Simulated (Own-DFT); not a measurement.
# Response to strain: C40 NbSi2, 36 atoms (Nb12Si24)

These are calculations, not measurements. The program, named Own-DFT, is a retired in-house plane-wave density functional code that no person has reviewed. Each row is one single-point run on a periodic cell that was not relaxed, without spin or spin-orbit coupling.

Settings of every run: PBE; PseudoDojo norm-conserving scalar-relativistic files; cutoff 42 hartree; 4 x 4 x 5 k mesh centred on Gamma; cold (Marzari-Vanderbilt) smearing of 0.2 eV.

Known limits: forces on such cells failed a check on a denser k mesh; stress not checked against mesh or cutoff.

Unstrained cell vectors in Å: (0.000, 8.324, 0.000); (-9.613, 0.000, 0.000); (0.000, 0.000, 6.586). The unstrained cell was taken from the Materials Project. The random moves and any unrelaxed bonds add to the pressure at no strain. Each run strains this cell uniformly, with the atoms carried along. Every atom was also moved at random, by a Gaussian of width 0.05 Å on each axis. Strain is the symmetric tensor, in per cent. Stress is positive in tension, and the pressure is minus a third of its trace.

| run | e_xx (%) | e_yy (%) | e_zz (%) | e_yz (%) | e_xz (%) | e_xy (%) | s_xx (GPa) | s_yy (GPa) | s_zz (GPa) | s_yz (GPa) | s_xz (GPa) | s_xy (GPa) | P (GPa) | E (meV/atom) |
|---|---|---|---|---|---|---|---|---|---|---|---|---|---|---|
| 1 | -1.70 | -1.50 | -1.25 | -1.32 | -0.04 | -0.23 | -11.65 | -11.40 | -12.74 | -5.01 | -0.81 | -0.25 | 11.93 | 32.2 |
| 2 | 1.65 | 1.55 | 1.51 | -0.14 | 0.05 | 1.36 | 5.23 | 4.70 | 5.40 | -0.25 | 0.16 | 3.56 | -5.11 | 3.3 |
| 3 | -1.65 | 1.67 | -0.64 | -0.30 | 0.88 | 1.24 | -8.20 | 1.57 | -6.70 | -0.84 | 2.72 | 4.09 | 4.44 | 14.9 |
| 4 | -0.23 | -1.00 | 1.57 | 1.34 | -1.57 | -0.89 | -2.77 | -4.71 | 2.72 | 4.09 | -5.06 | -2.29 | 1.59 | 0.0 |
| 5 | -0.03 | 0.01 | -1.65 | 1.22 | -0.34 | -1.48 | -4.07 | -3.59 | -11.01 | 3.76 | -1.54 | -4.37 | 6.22 | 4.5 |
| 6 | -1.16 | -0.17 | -1.36 | -1.59 | 1.09 | -1.53 | -9.25 | -4.68 | -12.07 | -5.51 | 3.30 | -4.98 | 8.67 | 31.6 |
| 7 | 1.53 | -0.92 | 0.44 | -1.37 | -1.65 | 0.46 | 2.80 | -4.34 | -1.55 | -3.54 | -4.73 | 1.20 | 1.03 | 10.3 |
| 8 | 1.32 | -1.02 | -0.58 | -1.78 | 1.77 | 0.63 | 1.09 | -5.35 | -7.03 | -5.77 | 5.39 | 1.78 | 3.77 | 15.2 |
| 9 | -1.98 | -0.03 | -1.41 | 1.78 | -0.49 | 0.99 | -11.28 | -5.78 | -13.29 | 6.49 | -1.85 | 2.79 | 10.12 | 35.9 |
| 10 | 0.76 | -1.82 | -0.95 | 1.37 | -0.93 | -0.75 | -1.45 | -10.43 | -9.28 | 4.37 | -2.20 | -1.76 | 7.05 | 23.6 |
| 11 | 1.01 | -0.47 | -1.87 | 0.65 | 1.50 | -0.68 | -0.83 | -4.46 | -12.54 | 2.00 | 3.97 | -2.32 | 5.95 | 15.1 |
| 12 | 0.92 | 1.77 | -1.35 | -0.64 | -0.33 | 0.57 | 0.91 | 3.67 | -8.18 | -2.44 | -1.29 | 1.72 | 1.20 | 9.0 |
| 13 | -0.44 | 0.80 | -0.68 | 1.50 | -1.98 | -1.42 | -3.87 | -0.34 | -6.97 | 4.70 | -6.08 | -3.93 | 3.73 | 14.0 |
| 14 | -1.76 | -0.10 | 1.04 | 0.81 | 1.89 | 1.88 | -8.61 | -3.16 | -1.28 | 1.65 | 5.60 | 5.84 | 4.35 | 22.2 |
| 15 | 1.36 | 1.87 | 1.85 | 1.09 | -0.99 | -0.94 | 4.51 | 6.26 | 6.60 | 2.49 | -2.31 | -2.09 | -5.79 | 3.5 |
| 16 | 0.54 | 1.48 | -1.04 | 1.98 | -1.48 | 1.07 | ? | ? | ? | ? | ? | ? | ? | ? |

E is the free energy for each atom above the lowest run shown.

## Worked fit

Each stress component was fitted by least squares to a constant and the strains of the runs shown, as fractions, with shears doubled. Shear strains stay in the fit of a normal stress only where such slopes are resolved. The slopes, in GPa:

| stress | at no strain | per e_xx | per e_yy | per e_zz | scatter |
|---|---|---|---|---|---|
| s_xx | -2.8 | 378 ± 9 | 63 ± 10 | 76 ± 10 | 0.44 |
| s_yy | -2.7 | 79 ± 13 | 367 ± 14 | 72 ± 14 | 0.63 |
| s_zz | -4.2 | 88 ± 11 | 80 ± 11 | 463 ± 11 | 0.51 |

Each shear stress against twice its own strain: yz 161 ± 6, xz 150 ± 6, xy 146 ± 6 GPa. These are stiffnesses along x, y and z of the frame in which the cell vectors are given, which need not be the crystal's axes. The atoms are held to the strained lattice; where symmetry lets them move under strain, relaxing them would lower some slopes. The table should be nearly symmetric about its diagonal, and what it lacks of that shows the noise. A ninth of its sum, 185 ± 4 GPa, estimates the bulk modulus near the mean pressure of these runs, 3.9 GPa, so it lies above the value at zero pressure.

## Withheld run

Question: what normal stresses and pressure should run 16 give?

The fit gives s_xx = -0.6, s_yy = 2.4, s_zz = -7.4 and P = 1.8 GPa. The calculation gave -0.35, 2.54, -7.95 and P = 1.92 GPa.
